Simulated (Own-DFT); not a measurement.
## Calculated data, Hf7Si13 (HfSi2 crystal with substituted atoms, atoms displaced), Hf19Si41 (HfSi2 crystal with substituted atoms, atoms displaced)

All values are calculated (Own-DFT development build). A calculation, not a measurement: plane-wave density functional theory by an unreviewed code, no spin, of a simulated periodic cell, stress positive in tension, run twice, with PBE and with PBEsol, both on files made for PBE, so the change isn't that of files made for PBEsol, hafnium file: forces about 75 meV/angstrom off all-electron values; forces on such cells moved up to 12 meV/angstrom on a denser k mesh; the far tail of each file's local potential was reset to the Coulomb form; each entry is a single point on an unrelaxed cell, so the pressure reflects the starting lattice, taken from the Materials Project, from which strain is counted, and rises with the displacements; printed positions are rounded, which can move forces by about a meV/angstrom; the program, named Own-DFT, is a retired in-house code; no spin-orbit coupling; stress was not checked against mesh or cutoff.

Settings shared by all entries: functional PBE, then PBEsol; potential files PseudoDojo norm-conserving, scalar-relativistic, standard set; wave cutoff 42 hartree; occupations cold (Marzari-Vanderbilt); smearing width 0.2 eV; k mesh 4 x 4 x 4 centred on Gamma.

```yaml
- entry: 1
  formula: Hf7Si13
  kind: "HfSi2 crystal with substituted atoms, atoms displaced"
  structure:
    cell_angstrom:
      - [-7.2972, 7.0724, -1.7824]
      - [3.6486, 7.0873, 5.7379]
      - [3.6486, 3.5213, -8.4115]
    atoms_fractional:
      - [Hf, 0.52704, 0.54804, 0.76052]
      - [Hf, 0.27456, 0.252, 0.05966]
      - [Si, 0.43166, 0.29806, 0.79491]
      - [Si, 0.36211, 0.49937, 0.99612]
      - [Hf, 0.27116, 0.60099, 0.69981]
      - [Si, 0.52622, 0.20235, 0.0891]
      - [Hf, 0.72457, 0.74294, 0.94028]
      - [Hf, 0.47087, 0.45923, 0.2391]
      - [Si, 0.63039, 0.4947, 0.00354]
      - [Si, 0.58044, 0.7007, 0.19915]
      - [Si, 0.47633, 0.79679, 0.89971]
      - [Si, 0.71818, 0.39936, 0.28806]
      - [Hf, 0.92379, 0.9432, 0.15432]
      - [Hf, 0.67758, 0.65311, 0.44178]
      - [Si, 0.8263, 0.70775, 0.20417]
      - [Si, 0.76852, 0.89941, 0.39653]
      - [Si, 0.67241, 0.99496, 0.09421]
      - [Si, 0.91719, 0.60662, 0.49563]
      - [Hf, 0.0275, 0.53991, 0.75276]
      - [Hf, 0.77348, 0.26068, 0.04765]
      - [Si, 0.92267, 0.30659, 0.79679]
      - [Si, 0.87111, 0.50613, 0.00091]
      - [Si, 0.77659, 0.59756, 0.69914]
      - [Si, 0.02566, 0.19739, 0.09123]
      - [Hf, 0.22437, 0.74745, 0.95909]
      - [Hf, 0.97462, 0.45413, 0.23036]
      - [Si, 0.12614, 0.50668, 0.99427]
      - [Si, 0.08051, 0.70797, 0.2009]
      - [Si, 0.97969, 0.79273, 0.89127]
      - [Si, 0.23234, 0.3962, 0.29796]
      - [Hf, 0.42584, 0.94991, 0.1553]
      - [Hf, 0.17203, 0.6546, 0.44699]
      - [Si, 0.31914, 0.7058, 0.20317]
      - [Si, 0.27112, 0.90164, 0.39902]
      - [Si, 0.16507, 0.9881, 0.10452]
      - [Si, 0.42479, 0.60789, 0.49466]
      - [Hf, 0.6264, 0.14469, 0.35387]
      - [Hf, 0.37462, 0.85772, 0.63926]
      - [Si, 0.52459, 0.90528, 0.40506]
      - [Si, 0.47459, 0.09076, 0.60432]
      - [Si, 0.37432, 0.19891, 0.29739]
      - [Si, 0.61001, 0.80303, 0.70023]
      - [Hf, 0.82822, 0.35258, 0.56149]
      - [Hf, 0.5738, 0.05883, 0.84688]
      - [Si, 0.72329, 0.09949, 0.59546]
      - [Si, 0.68017, 0.29686, 0.79596]
      - [Si, 0.57245, 0.40332, 0.50135]
      - [Si, 0.82914, 0.00484, 0.89544]
      - [Hf, 0.12491, 0.14148, 0.36526]
      - [Hf, 0.88494, 0.85119, 0.63971]
      - [Si, 0.01642, 0.90403, 0.39852]
      - [Si, 0.97775, 0.09817, 0.59999]
      - [Si, 0.87192, 0.20016, 0.30178]
      - [Si, 0.12135, 0.79866, 0.69499]
      - [Hf, 0.33193, 0.34467, 0.5497]
      - [Hf, 0.07996, 0.05263, 0.84778]
      - [Si, 0.21992, 0.10647, 0.59963]
      - [Si, 0.17942, 0.30288, 0.80251]
      - [Si, 0.0691, 0.39598, 0.51403]
      - [Si, 0.32539, 0.00613, 0.89589]
  results:
    "PBE_pressure [GPa]": 5.45
    "PBE_stress_xx [GPa]": -7.07
    "PBE_stress_yy [GPa]": -5.37
    "PBE_stress_zz [GPa]": -3.91
    "PBE_stress_yz [GPa]": 0.58
    "PBE_stress_xz [GPa]": 0.01
    "PBE_stress_xy [GPa]": 0.11
    "PBEsol_pressure [GPa]": 2.1
    "PBEsol_stress_xx [GPa]": -4.02
    "PBEsol_stress_yy [GPa]": -1.92
    "PBEsol_stress_zz [GPa]": -0.36
    "PBEsol_stress_yz [GPa]": 0.61
    "PBEsol_stress_xz [GPa]": 0.01
    "PBEsol_stress_xy [GPa]": 0.1
    force_element: [Hf, Hf, Si, Si, Hf, Si, Hf, Hf, Si, Si, Si, Si, Hf, Hf, Si, Si, Si, Si, Hf, Hf, Si, Si, Si, Si, Hf, Hf, Si, Si, Si, Si, Hf, Hf, Si, Si, Si, Si, Hf, Hf, Si, Si, Si, Si, Hf, Hf, Si, Si, Si, Si, Hf, Hf, Si, Si, Si, Si, Hf, Hf, Si, Si, Si, Si]
    "PBE_force_x [eV/angstrom]": [-1.666, -0.55, 0.667, -0.61, -1.564, 0.561, 0.561, -0.316, 0.524, 0.174, 1.419, 0.296, 0.515, 0.61, -0.481, -0.122, -0.141, -1.603, 2.474, -1.193, -0.303, -0.352, 0.57, 0.616, 0.991, 0.622, 0.107, 0.16, 1.363, 2.235, -0.063, -0.164, -0.745, -0.198, -0.622, -1.466, 0.327, 0.891, -0.342, 0.228, -0.547, -2.197, -0.303, -0.945, -0.095, 0.465, -0.684, 0.09, 0.041, 2.055, -0.304, 0.531, -0.418, 1.258, -0.873, 0.261, -0.236, -0.173, -1.497, 0.161]
    "PBE_force_y [eV/angstrom]": [0.299, -0.898, 0.059, 0.56, -0.773, 0.655, 1.09, 0.259, -0.047, -0.203, -0.284, 1.188, -0.397, -0.294, -0.729, 0.495, 0.497, 0.069, -1.28, -0.784, 0.073, -0.047, 0.043, 0.507, 1.126, 0.788, -0.335, -0.728, 0.235, -0.013, -0.949, -0.607, 0.305, 0.089, 1.48, 0.061, -0.274, 0.169, -0.638, 0.428, 0.299, 1.032, -1.988, -0.448, 0.324, 0.076, 0.255, -0.27, -0.21, -0.644, 0.207, 0.01, 0.35, 1.329, -1.599, -0.616, 0.298, -0.008, 0.46, -0.05]
    "PBE_force_z [eV/angstrom]": [0.164, 2.183, 0.085, -0.304, -5.978, -0.214, -1.118, -0.447, 0.956, 0.414, -0.524, -0.428, 0.553, 0.361, 0.202, -0.262, -0.503, 0.122, 0.693, 0.308, -0.911, 0.153, -0.195, -0.143, 0.509, -1.283, -0.457, -0.434, -0.667, 0.358, -0.257, 1.216, -0.034, -0.053, -0.26, 0.952, 0.203, -0.094, 0.445, 0.802, -1.191, 0.55, 0.469, 0.07, -0.303, -0.011, -0.141, 0.116, 1.845, 0.492, -0.259, -0.123, -0.353, 1.96, 0.091, 0.896, -0.607, -0.071, 0.787, -0.325]
    "PBEsol_force_x [eV/angstrom]": [-1.598, -0.548, 0.65, -0.618, -1.532, 0.559, 0.559, -0.317, 0.53, 0.186, 1.421, 0.292, 0.5, 0.608, -0.495, -0.121, -0.137, -1.596, 2.384, -1.174, -0.306, -0.36, 0.576, 0.615, 0.933, 0.621, 0.137, 0.16, 1.36, 2.231, -0.062, -0.159, -0.763, -0.183, -0.631, -1.398, 0.324, 0.875, -0.335, 0.238, -0.56, -2.196, -0.298, -0.928, -0.098, 0.469, -0.678, 0.085, 0.037, 2.021, -0.301, 0.525, -0.418, 1.181, -0.798, 0.254, -0.249, -0.163, -1.478, 0.169]
    "PBEsol_force_y [eV/angstrom]": [0.263, -0.888, 0.063, 0.585, -0.789, 0.656, 1.083, 0.246, -0.071, -0.209, -0.297, 1.175, -0.376, -0.293, -0.721, 0.498, 0.466, 0.085, -1.188, -0.778, 0.086, -0.035, 0.028, 0.513, 1.068, 0.763, -0.341, -0.734, 0.211, 0.007, -0.924, -0.571, 0.304, 0.099, 1.435, 0.071, -0.263, 0.138, -0.65, 0.418, 0.271, 1.024, -1.948, -0.457, 0.324, 0.08, 0.237, -0.244, -0.197, -0.646, 0.212, 0.006, 0.33, 1.324, -1.52, -0.624, 0.294, -0.016, 0.446, -0.032]
    "PBEsol_force_z [eV/angstrom]": [0.233, 2.121, 0.083, -0.308, -5.901, -0.153, -1.066, -0.487, 0.938, 0.406, -0.598, -0.349, 0.567, 0.326, 0.192, -0.254, -0.555, 0.182, 0.728, 0.275, -0.887, 0.147, -0.255, -0.078, 0.555, -1.297, -0.44, -0.411, -0.729, 0.415, -0.208, 1.123, -0.035, -0.053, -0.308, 0.979, 0.223, -0.149, 0.441, 0.778, -1.24, 0.607, 0.483, 0.033, -0.296, -0.009, -0.202, 0.171, 1.848, 0.443, -0.259, -0.119, -0.404, 1.991, 0.128, 0.842, -0.592, -0.067, 0.724, -0.274]
    "rms_change_of_force_components_from_PBE_to_PBEsol [eV/angstrom]": 0.032
- entry: 2
  formula: Hf7Si13
  kind: "HfSi2 crystal with substituted atoms, atoms displaced"
  structure:
    cell_angstrom:
      - [-7.2972, 7.0724, -1.7824]
      - [3.6486, 7.0873, 5.7379]
      - [3.6486, 3.5213, -8.4115]
    atoms_fractional:
      - [Hf, 0.52855, 0.54435, 0.75893]
      - [Hf, 0.27843, 0.26225, 0.04293]
      - [Si, 0.42127, 0.31041, 0.79735]
      - [Si, 0.37707, 0.49875, 0.99641]
      - [Si, 0.28293, 0.59785, 0.70714]
      - [Si, 0.52237, 0.20373, 0.09352]
      - [Hf, 0.73346, 0.74386, 0.95156]
      - [Hf, 0.47669, 0.45579, 0.2438]
      - [Si, 0.6258, 0.49405, 0.00508]
      - [Si, 0.57706, 0.69756, 0.20004]
      - [Si, 0.48018, 0.79793, 0.90265]
      - [Si, 0.72317, 0.39243, 0.29123]
      - [Hf, 0.92285, 0.96274, 0.15545]
      - [Hf, 0.671, 0.66385, 0.43835]
      - [Si, 0.82297, 0.70822, 0.19656]
      - [Si, 0.78026, 0.89734, 0.40574]
      - [Si, 0.68375, 0.99543, 0.10489]
      - [Si, 0.92993, 0.60465, 0.49793]
      - [Hf, 0.01971, 0.53806, 0.7589]
      - [Hf, 0.77744, 0.26003, 0.04453]
      - [Si, 0.92881, 0.30071, 0.80521]
      - [Si, 0.86978, 0.50023, 0.00052]
      - [Si, 0.77656, 0.60019, 0.68399]
      - [Si, 0.02738, 0.19881, 0.10473]
      - [Hf, 0.21876, 0.75081, 0.95559]
      - [Hf, 0.96559, 0.45974, 0.25612]
      - [Si, 0.12916, 0.50069, 0.99967]
      - [Si, 0.07962, 0.70246, 0.1957]
      - [Si, 0.96685, 0.79066, 0.89607]
      - [Si, 0.21693, 0.40883, 0.30001]
      - [Hf, 0.43016, 0.94021, 0.15886]
      - [Hf, 0.18102, 0.65488, 0.43424]
      - [Si, 0.32219, 0.69973, 0.2]
      - [Si, 0.27792, 0.90699, 0.40679]
      - [Si, 0.18376, 0.98474, 0.10562]
      - [Si, 0.41673, 0.60861, 0.4973]
      - [Hf, 0.62457, 0.14053, 0.35449]
      - [Hf, 0.38014, 0.85658, 0.64846]
      - [Si, 0.5247, 0.89971, 0.39671]
      - [Si, 0.47924, 0.10624, 0.59574]
      - [Si, 0.36564, 0.19433, 0.30582]
      - [Hf, 0.63042, 0.79967, 0.70107]
      - [Hf, 0.81473, 0.34794, 0.5713]
      - [Hf, 0.57702, 0.0573, 0.84536]
      - [Si, 0.71897, 0.10096, 0.60183]
      - [Si, 0.67175, 0.31282, 0.79819]
      - [Si, 0.5798, 0.40122, 0.49949]
      - [Si, 0.82361, 0.00662, 0.89546]
      - [Hf, 0.12345, 0.13873, 0.35736]
      - [Hf, 0.88356, 0.8497, 0.64185]
      - [Si, 0.02116, 0.90124, 0.39778]
      - [Si, 0.97259, 0.11545, 0.60856]
      - [Si, 0.86755, 0.19816, 0.31111]
      - [Si, 0.12537, 0.79814, 0.69841]
      - [Hf, 0.32442, 0.3467, 0.55788]
      - [Hf, 0.08213, 0.05617, 0.84565]
      - [Si, 0.22469, 0.10263, 0.60542]
      - [Si, 0.17686, 0.2978, 0.80282]
      - [Si, 0.07172, 0.39837, 0.50396]
      - [Si, 0.32335, 0.00288, 0.90962]
  results:
    "PBE_pressure [GPa]": 5.76
    "PBE_stress_xx [GPa]": -7.66
    "PBE_stress_yy [GPa]": -5.03
    "PBE_stress_zz [GPa]": -4.59
    "PBE_stress_yz [GPa]": 0.14
    "PBE_stress_xz [GPa]": 0.26
    "PBE_stress_xy [GPa]": 0.04
    "PBEsol_pressure [GPa]": 2.4
    "PBEsol_stress_xx [GPa]": -4.59
    "PBEsol_stress_yy [GPa]": -1.59
    "PBEsol_stress_zz [GPa]": -1.03
    "PBEsol_stress_yz [GPa]": 0.16
    "PBEsol_stress_xz [GPa]": 0.28
    "PBEsol_stress_xy [GPa]": 0.05
    force_element: [Hf, Hf, Si, Si, Si, Si, Hf, Hf, Si, Si, Si, Si, Hf, Hf, Si, Si, Si, Si, Hf, Hf, Si, Si, Si, Si, Hf, Hf, Si, Si, Si, Si, Hf, Hf, Si, Si, Si, Si, Hf, Hf, Si, Si, Si, Hf, Hf, Hf, Si, Si, Si, Si, Hf, Hf, Si, Si, Si, Si, Hf, Hf, Si, Si, Si, Si]
    "PBE_force_x [eV/angstrom]": [-0.014, 0.385, -0.542, 0.542, 0.821, -0.292, 1.192, 0.578, 0.171, 0.079, 2.16, 1.113, -1.65, -2.114, -0.201, 0.397, 0.966, -0.384, -0.641, -0.371, 0.266, -0.287, -1.205, 0.078, -1.032, -1.171, 0.525, 0.569, -0.451, -1.209, 0.234, 1.501, -0.374, -0.249, 1.859, -1.303, 0.537, 2.002, 0.18, 0.199, -0.667, 0.826, -2.224, 2.03, -0.376, -0.211, 0.953, -0.628, 0.66, -0.583, -0.219, -0.641, -0.561, -0.433, -0.037, 0.605, -0.276, 0.144, -0.31, -0.916]
    "PBE_force_y [eV/angstrom]": [-0.496, -0.756, -0.074, 0.493, -0.766, 0.365, -0.866, -0.528, 0.302, -0.137, -0.339, 1.203, -1.114, -1.661, 0.069, -0.073, -0.742, -0.178, 0.925, -0.972, -0.204, 0.407, -0.081, 0.427, -0.388, -0.2, -0.196, -0.31, 1.772, -0.198, 0.091, 0.153, 0.289, -0.475, 0.403, 0.668, 0.174, -1.352, 0.415, -0.449, 0.71, 1.981, 0.096, 0.799, 0.103, -0.517, -0.653, -0.018, 0.433, 1.491, 0.221, -0.806, 0.725, 0.386, -0.028, -0.675, -0.049, 0.116, -0.2, 0.285]
    "PBE_force_z [eV/angstrom]": [0.471, -0.753, -0.522, -0.065, -0.039, -0.403, -0.773, -0.204, 0.599, 0.371, -1.354, 0.35, -1.143, -0.935, -0.214, 0.554, 0.423, 0.547, 0.499, -0.494, -0.1, -0.343, -2.812, 0.331, -0.343, 0.964, -0.031, -0.089, -0.253, 0.019, 0.81, -0.626, 0.262, -0.096, -0.1, -0.268, 0.269, 0.209, -0.388, -0.734, 0.251, 6.113, 1.281, -0.35, -0.233, -1.548, 0.065, 0.142, 0.375, -0.064, -0.139, -0.409, -0.374, 0.437, 0.586, -0.291, 0.131, 0.287, -0.432, 0.577]
    "PBEsol_force_x [eV/angstrom]": [-0.025, 0.371, -0.543, 0.532, 0.812, -0.291, 1.179, 0.574, 0.176, 0.087, 2.087, 1.102, -1.629, -2.042, -0.2, 0.407, 0.965, -0.39, -0.619, -0.358, 0.282, -0.289, -1.125, 0.074, -1.026, -1.161, 0.52, 0.566, -0.44, -1.204, 0.242, 1.487, -0.369, -0.244, 1.863, -1.299, 0.527, 1.913, 0.161, 0.207, -0.662, 0.823, -2.201, 1.947, -0.375, -0.224, 0.958, -0.625, 0.65, -0.51, -0.223, -0.645, -0.576, -0.426, -0.036, 0.601, -0.275, 0.145, -0.305, -0.92]
    "PBEsol_force_y [eV/angstrom]": [-0.456, -0.75, -0.075, 0.493, -0.761, 0.369, -0.867, -0.522, 0.293, -0.139, -0.343, 1.192, -1.089, -1.59, 0.068, -0.089, -0.738, -0.145, 0.925, -0.966, -0.198, 0.408, -0.1, 0.424, -0.37, -0.198, -0.203, -0.306, 1.718, -0.175, 0.1, 0.136, 0.298, -0.49, 0.376, 0.667, 0.19, -1.297, 0.419, -0.45, 0.684, 1.96, 0.102, 0.716, 0.121, -0.506, -0.651, 0.0, 0.439, 1.39, 0.245, -0.812, 0.693, 0.399, -0.017, -0.672, -0.046, 0.114, -0.22, 0.301]
    "PBEsol_force_z [eV/angstrom]": [0.513, -0.765, -0.506, -0.068, -0.113, -0.348, -0.686, -0.227, 0.578, 0.363, -1.369, 0.434, -1.096, -0.99, -0.207, 0.544, 0.358, 0.623, 0.528, -0.53, -0.099, -0.334, -2.836, 0.369, -0.307, 0.915, -0.028, -0.088, -0.304, 0.082, 0.833, -0.649, 0.248, -0.082, -0.17, -0.195, 0.293, 0.137, -0.379, -0.709, 0.195, 6.05, 1.293, -0.388, -0.229, -1.507, -0.003, 0.198, 0.4, -0.11, -0.144, -0.387, -0.433, 0.491, 0.605, -0.315, 0.124, 0.279, -0.499, 0.646]
    "rms_change_of_force_components_from_PBE_to_PBEsol [eV/angstrom]": 0.033
- entry: 3
  formula: Hf19Si41
  kind: "HfSi2 crystal with substituted atoms, atoms displaced"
  structure:
    cell_angstrom:
      - [-7.2972, 7.0724, -1.7824]
      - [3.6486, 7.0873, 5.7379]
      - [3.6486, 3.5213, -8.4115]
    atoms_fractional:
      - [Hf, 0.52028, 0.54281, 0.76061]
      - [Hf, 0.27306, 0.26605, 0.04601]
      - [Si, 0.43267, 0.29147, 0.79953]
      - [Si, 0.3828, 0.49774, 0.00382]
      - [Si, 0.27941, 0.59655, 0.7045]
      - [Si, 0.53043, 0.20047, 0.08913]
      - [Hf, 0.72777, 0.74095, 0.95035]
      - [Hf, 0.46805, 0.46693, 0.24725]
      - [Si, 0.61992, 0.49891, 0.00263]
      - [Si, 0.57006, 0.70651, 0.19904]
      - [Si, 0.47828, 0.797, 0.89768]
      - [Si, 0.72977, 0.40003, 0.30206]
      - [Hf, 0.92704, 0.94252, 0.16659]
      - [Si, 0.66532, 0.64539, 0.44485]
      - [Si, 0.8265, 0.70952, 0.2004]
      - [Si, 0.77491, 0.90546, 0.40363]
      - [Si, 0.67779, 0.99705, 0.09689]
      - [Si, 0.92324, 0.59995, 0.4844]
      - [Hf, 0.02587, 0.54153, 0.75617]
      - [Hf, 0.78053, 0.25804, 0.04734]
      - [Si, 0.92861, 0.30368, 0.79826]
      - [Si, 0.87211, 0.5002, 0.99368]
      - [Si, 0.76874, 0.59333, 0.69929]
      - [Si, 0.01608, 0.20736, 0.10259]
      - [Hf, 0.21711, 0.74894, 0.95904]
      - [Hf, 0.9733, 0.45072, 0.24129]
      - [Si, 0.1208, 0.49045, 0.00314]
      - [Si, 0.0787, 0.70557, 0.19949]
      - [Si, 0.96654, 0.78487, 0.90653]
      - [Si, 0.21432, 0.40288, 0.29807]
      - [Hf, 0.42821, 0.95192, 0.15592]
      - [Hf, 0.17176, 0.65749, 0.44847]
      - [Si, 0.32768, 0.70343, 0.20038]
      - [Si, 0.26966, 0.90611, 0.42199]
      - [Si, 0.17515, 0.00125, 0.10098]
      - [Si, 0.42919, 0.60531, 0.49568]
      - [Hf, 0.62384, 0.13705, 0.35773]
      - [Hf, 0.3757, 0.86904, 0.63686]
      - [Si, 0.53, 0.90324, 0.40408]
      - [Si, 0.4767, 0.10163, 0.6003]
      - [Si, 0.37633, 0.20098, 0.30141]
      - [Si, 0.62848, 0.79095, 0.69968]
      - [Hf, 0.83079, 0.34492, 0.55149]
      - [Hf, 0.56364, 0.0555, 0.84868]
      - [Si, 0.72472, 0.09589, 0.59789]
      - [Si, 0.67418, 0.29972, 0.80315]
      - [Si, 0.57716, 0.39912, 0.50481]
      - [Si, 0.83091, 0.00177, 0.90971]
      - [Hf, 0.12419, 0.13769, 0.35585]
      - [Hf, 0.87131, 0.8573, 0.6475]
      - [Si, 0.02386, 0.90813, 0.40394]
      - [Si, 0.96912, 0.09282, 0.60571]
      - [Si, 0.87634, 0.20199, 0.30715]
      - [Si, 0.11948, 0.79863, 0.69877]
      - [Hf, 0.32053, 0.34553, 0.55617]
      - [Hf, 0.07691, 0.0514, 0.83938]
      - [Si, 0.22334, 0.09618, 0.59624]
      - [Si, 0.18393, 0.29174, 0.8057]
      - [Si, 0.07708, 0.40165, 0.50841]
      - [Si, 0.32854, 0.9979, 0.8917]
  results:
    "PBE_pressure [GPa]": 3.7
    "PBE_stress_xx [GPa]": -3.07
    "PBE_stress_yy [GPa]": -3.89
    "PBE_stress_zz [GPa]": -4.15
    "PBE_stress_yz [GPa]": 0.02
    "PBE_stress_xz [GPa]": -0.25
    "PBE_stress_xy [GPa]": -0.13
    "PBEsol_pressure [GPa]": 0.53
    "PBEsol_stress_xx [GPa]": -0.26
    "PBEsol_stress_yy [GPa]": -0.62
    "PBEsol_stress_zz [GPa]": -0.73
    "PBEsol_stress_yz [GPa]": 0.06
    "PBEsol_stress_xz [GPa]": -0.25
    "PBEsol_stress_xy [GPa]": -0.13
    force_element: [Hf, Hf, Si, Si, Si, Si, Hf, Hf, Si, Si, Si, Si, Hf, Si, Si, Si, Si, Si, Hf, Hf, Si, Si, Si, Si, Hf, Hf, Si, Si, Si, Si, Hf, Hf, Si, Si, Si, Si, Hf, Hf, Si, Si, Si, Si, Hf, Hf, Si, Si, Si, Si, Hf, Hf, Si, Si, Si, Si, Hf, Hf, Si, Si, Si, Si]
    "PBE_force_x [eV/angstrom]": [-0.511, -0.909, 0.768, 0.808, 0.615, 1.359, 1.059, -1.134, -0.378, -0.334, 0.877, 1.253, -0.184, -0.055, -0.115, -0.293, 0.546, 1.4, -0.101, 0.659, -0.096, 0.094, -1.271, -2.075, -1.098, 0.475, 0.197, 0.002, -0.404, -0.693, 0.146, -0.567, 0.537, -1.239, -0.068, 0.49, -0.038, -0.282, -0.271, 0.282, 0.168, 0.49, 0.549, -2.206, 0.477, -0.408, 0.059, -0.37, 0.425, -0.393, -0.333, 0.095, -0.226, -0.206, -0.691, 0.596, 0.825, 0.355, -0.09, 1.433]
    "PBE_force_y [eV/angstrom]": [0.106, -0.971, 0.057, -0.391, -0.253, 0.763, -0.144, -0.718, 0.531, 0.38, -0.24, -0.109, -0.131, 0.287, -0.778, -0.552, 0.075, 0.251, 0.08, -1.011, -0.378, 0.306, 0.306, 0.084, 0.072, 0.769, 0.703, -0.377, 1.253, 0.922, -0.862, 0.053, -0.079, -1.215, 0.036, 0.368, 0.907, -0.848, -0.65, 0.018, -0.034, -0.056, -0.335, 0.867, 0.49, 0.061, -0.496, -0.639, 1.199, -0.231, -0.516, 0.652, -0.88, 0.441, 0.489, 0.452, 0.931, -0.202, -0.803, -0.015]
    "PBE_force_z [eV/angstrom]": [0.063, -1.369, 0.69, 0.713, 0.147, -0.105, -0.5, -0.943, 0.017, -0.486, -0.709, 0.769, 1.513, 1.083, -0.703, -0.622, -0.927, -0.086, 0.12, 0.375, -0.356, -0.527, -0.358, 0.043, -0.024, 0.517, 1.056, -0.656, -0.128, -0.123, -0.321, 0.101, 0.286, 1.776, 0.02, 0.012, 1.061, -2.822, 0.085, 0.219, 0.058, 1.617, -0.902, -0.035, -0.139, 0.045, -0.252, 1.085, 0.613, -0.468, -0.68, 0.672, -0.635, -0.102, -0.368, -0.584, 0.216, 0.946, 0.026, -0.013]
    "PBEsol_force_x [eV/angstrom]": [-0.51, -0.901, 0.776, 0.81, 0.607, 1.35, 1.05, -1.122, -0.38, -0.337, 0.872, 1.207, -0.183, -0.066, -0.137, -0.3, 0.563, 1.362, -0.094, 0.645, -0.105, 0.103, -1.284, -2.054, -1.085, 0.453, 0.192, 0.003, -0.408, -0.692, 0.136, -0.565, 0.541, -1.253, -0.064, 0.527, -0.044, -0.257, -0.231, 0.281, 0.166, 0.513, 0.539, -2.174, 0.477, -0.409, 0.066, -0.389, 0.429, -0.393, -0.337, 0.094, -0.227, -0.197, -0.681, 0.592, 0.833, 0.351, -0.079, 1.421]
    "PBEsol_force_y [eV/angstrom]": [0.119, -0.967, 0.06, -0.41, -0.267, 0.755, -0.13, -0.721, 0.538, 0.361, -0.25, -0.112, -0.126, 0.302, -0.768, -0.518, 0.047, 0.276, 0.086, -1.009, -0.37, 0.31, 0.287, 0.101, 0.085, 0.743, 0.701, -0.371, 1.21, 0.917, -0.839, 0.046, -0.079, -1.218, 0.02, 0.335, 0.901, -0.845, -0.641, 0.0, -0.045, -0.007, -0.33, 0.849, 0.484, 0.067, -0.516, -0.596, 1.188, -0.221, -0.52, 0.655, -0.878, 0.447, 0.493, 0.438, 0.941, -0.206, -0.801, 0.0]
    "PBEsol_force_z [eV/angstrom]": [0.08, -1.381, 0.671, 0.707, 0.085, -0.045, -0.46, -0.945, 0.012, -0.447, -0.772, 0.823, 1.523, 1.047, -0.668, -0.591, -0.993, -0.044, 0.148, 0.336, -0.347, -0.515, -0.442, 0.111, 0.015, 0.465, 1.025, -0.636, -0.181, -0.053, -0.274, 0.059, 0.276, 1.742, -0.039, 0.073, 1.06, -2.808, 0.105, 0.22, 0.001, 1.661, -0.863, -0.067, -0.135, 0.046, -0.328, 1.146, 0.637, -0.493, -0.658, 0.653, -0.707, -0.043, -0.33, -0.605, 0.205, 0.932, -0.046, 0.054]
    "rms_change_of_force_components_from_PBE_to_PBEsol [eV/angstrom]": 0.028
```
